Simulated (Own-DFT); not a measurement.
# One host, several defects: C11b WSi2

Calculated, not measured: single-point runs of Own-DFT, a retired in-house plane-wave DFT program that no person has reviewed, on unrelaxed cells, without spin or spin-orbit coupling.

Common settings: PBE; PseudoDojo norm-conserving scalar-relativistic files; cutoff 50 hartree; 5 x 5 x 5 k mesh centred on Gamma; cold (Marzari-Vanderbilt) smearing of 0.2 eV.

Known weak points: forces on such cells failed a check on a denser k mesh; stress not checked against mesh or cutoff.

All runs share one cell, with vectors in Å (-2.148, -5.953, 3.409); (-6.444, 2.976, 1.136); (-2.553, -2.948, -6.757) and a volume of 403.2 Å³. The atoms are randomly displaced, by u rms on each axis. The defect's site can differ from row to row.

```
cell,formula,u (Å),P (GPa)
no defect,Si20W10,0.0192,4.48
no defect,Si20W10,0.0535,6.84
no defect,Si20W10,0.0565,7.07
one Si on a W site,Si21W9,0.0284,6.31
one Si on a W site,Si21W9,0.0327,?
one Si on a W site,Si21W9,0.0473,7.34
one Si on a W site,Si21W9,0.0478,6.87
one W on a Si site,Si19W11,0.0306,9.61
one W on a Si site,Si19W11,0.0462,11.32
one W on a Si site,Si19W11,0.0485,11.46
one Si vacancy,Si19W10,0.0291,3.08
one Si vacancy,Si19W10,0.0295,3.13
one Si vacancy,Si19W10,0.0524,4.50
one W vacancy,Si20W9,0.0323,3.48
one W vacancy,Si20W9,0.0350,3.45
one W vacancy,Si20W9,0.0514,4.35
```

## Worked fit

P = P0 + c u² + a shift for each defect gives P0 = 4.34 GPa, c = 837 ± 86 GPa/Å² and a scatter of 0.29 GPa. The shifts, and each times the cell's volume:

- one W on a Si site: 4.95 ± 0.24 GPa, 12.4 eV
- one Si on a W site: 1.01 ± 0.24 GPa, 2.6 eV
- one W vacancy: -1.95 ± 0.24 GPa, -4.9 eV
- one Si vacancy: -2.01 ± 0.24 GPa, -5.1 eV

Positive is outwards. The product with the volume (160.2 GPa Å³ to the eV) is nearly free of the cell's size; divided by the bulk modulus at the cell's pressure it gives the volume that the defect adds. The atoms around the defects weren't relaxed, which would change these numbers.

## The run left out

The question: what pressure belongs in the blank (one Si on a W site, u = 0.0327 Å)?

From the fit: 6.25 ± 0.34 GPa. Computed: 6.54 GPa.
